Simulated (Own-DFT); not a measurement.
# How strain changes the stress of 4H SiC, 72 atoms (C36Si36)

Calculated results; nothing here was measured. The program, named Own-DFT, is a retired in-house plane-wave density functional code that no person has reviewed. Each row is one single-point run on a periodic cell that was not relaxed, without spin or spin-orbit coupling.

Settings of every run: PBE; PseudoDojo norm-conserving scalar-relativistic files; cutoff 42 hartree; 4 x 4 x 3 k mesh centred on Gamma; Fermi-Dirac smearing of 0.1 eV.

Known limits: forces on such cells passed a denser k mesh, each cell not checked; stress not checked against mesh or cutoff.

Unstrained cell vectors in Å: (9.248, 0.000, 0.000); (-4.624, 8.009, 0.000); (0.000, 0.000, 10.068). The unstrained cell has measured lattice constants (interpolated for alloys), not those of this functional. That, the random moves and any unrelaxed bonds set the pressure at no strain. Each run strains this cell uniformly, with the atoms carried along. Every atom was also moved at random, by a Gaussian of width 0.05 Å on each axis. Strain is the symmetric tensor, in per cent. Stress is positive in tension, and the pressure is minus a third of its trace.

```
run  e_xx (%)  e_yy (%)  e_zz (%)  e_yz (%)  e_xz (%)  e_xy (%)  s_xx (GPa)  s_yy (GPa)  s_zz (GPa)  s_yz (GPa)  s_xz (GPa)  s_xy (GPa)  P (GPa)  E (meV/atom)
  1      1.85      0.93      1.39      0.26     -0.25     -1.40        4.85        2.53        3.40        0.20       -1.27       -6.80    -3.59           7.8
  2      0.35     -0.83      0.87      1.56     -1.78      0.16       -4.67       -5.99       -1.92        4.39       -6.14        0.30     4.19          15.5
  3      0.84     -0.81     -0.69      0.94     -1.06     -0.72       -1.02       -7.51      -12.34        2.70       -3.18       -3.13     6.96          35.1
  4     -1.88     -1.89     -0.96      0.89      1.61      0.59      -19.21      -16.82      -16.93        3.70        5.02        4.06    17.65          60.7
  5      1.08      1.43      1.38     -0.53      1.05      1.76        3.72        2.37        2.04       -1.46        3.60        7.04    -2.71          23.1
  6     -0.92     -1.33     -0.58      0.60     -1.30      1.90      -10.94      -17.34       -8.76        1.59       -3.77        9.30    12.35          35.5
  7     -0.79      0.27      1.57     -1.13     -0.80     -0.58       -8.40       -2.80        3.17       -4.07       -2.25       -1.19     2.68           0.0
  8     -0.53      0.31     -1.77      1.26     -0.93      1.75       -9.62       -4.73      -17.70        4.81       -2.65        8.65    10.68          43.7
  9      1.42      1.07      1.66     -0.27     -1.22     -0.04        4.62        1.65        4.50       -0.72       -4.11       -1.01    -3.59          19.2
 10      0.60     -0.23      0.58     -1.52     -0.48      1.49       -1.15       -6.49       -2.24       -5.13       -1.98        6.38     3.29          28.2
 11     -0.58      0.93     -0.44     -1.33     -1.17     -1.09       -5.61       -2.73       -7.43       -5.39       -3.77       -4.05     5.26          13.5
 12     -0.72      0.58      0.33      1.69     -1.24     -0.34       -7.34       -2.12       -4.76        5.70       -3.93       -0.52     4.74          21.6
 13      1.77      1.21      0.16     -1.93     -0.13     -1.79        5.62        1.96       -3.80       -6.24       -0.35       -7.41    -1.26          21.1
 14      1.13     -1.50     -0.30      1.36     -1.12     -0.63       -0.75      -11.05       -9.64        3.92       -4.86       -3.31     7.15          34.9
 15      0.86      1.20      1.87      1.37      0.27      0.94        1.73        2.39        4.75        4.08        0.76        2.83    -2.96          18.7
 16      0.17     -1.55     -1.62      0.30      1.51     -1.73       -7.19      -16.06      -16.56        2.87        6.20      -10.72    13.27          49.6
 17      0.11      0.20     -1.01     -0.69     -0.89      1.95           ?           ?           ?           ?           ?           ?        ?             ?
```

E is the free energy for each atom above the lowest run shown.

## Worked fit

Each stress component was fitted by least squares to a constant and the strains of the runs shown, as fractions, with shears doubled. Shear strains stay in the fit of a normal stress only where such slopes are resolved. The slopes, in GPa:

```
stress,at no strain,per e_xx,per e_yy,per e_zz,scatter
s_xx,-5.1,524 ± 29,137 ± 31,43 ± 30,1.04
s_yy,-5.6,105 ± 48,476 ± 51,95 ± 50,1.74
s_zz,-6.6,35 ± 37,82 ± 39,589 ± 38,1.34
```

Each shear stress against twice its own strain: yz 167 ± 7, xz 169 ± 7, xy 224 ± 11 GPa. These are stiffnesses along x, y and z of the frame in which the cell vectors are given, which need not be the crystal's axes. The atoms are held to the strained lattice; where symmetry lets them move under strain, relaxing them would lower some slopes. The table should be nearly symmetric about its diagonal, and what it lacks of that shows the noise. A ninth of its sum, 232 ± 5 GPa, estimates the bulk modulus near the mean pressure of these runs, 4.6 GPa, so it lies above the value at zero pressure.

## Withheld run

Question: what normal stresses and pressure should run 17 give?

The fit gives s_xx = -4.6, s_yy = -5.5, s_zz = -12.4 and P = 7.5 GPa. The calculation gave -6.19, -5.15, -11.38 and P = 7.57 GPa.
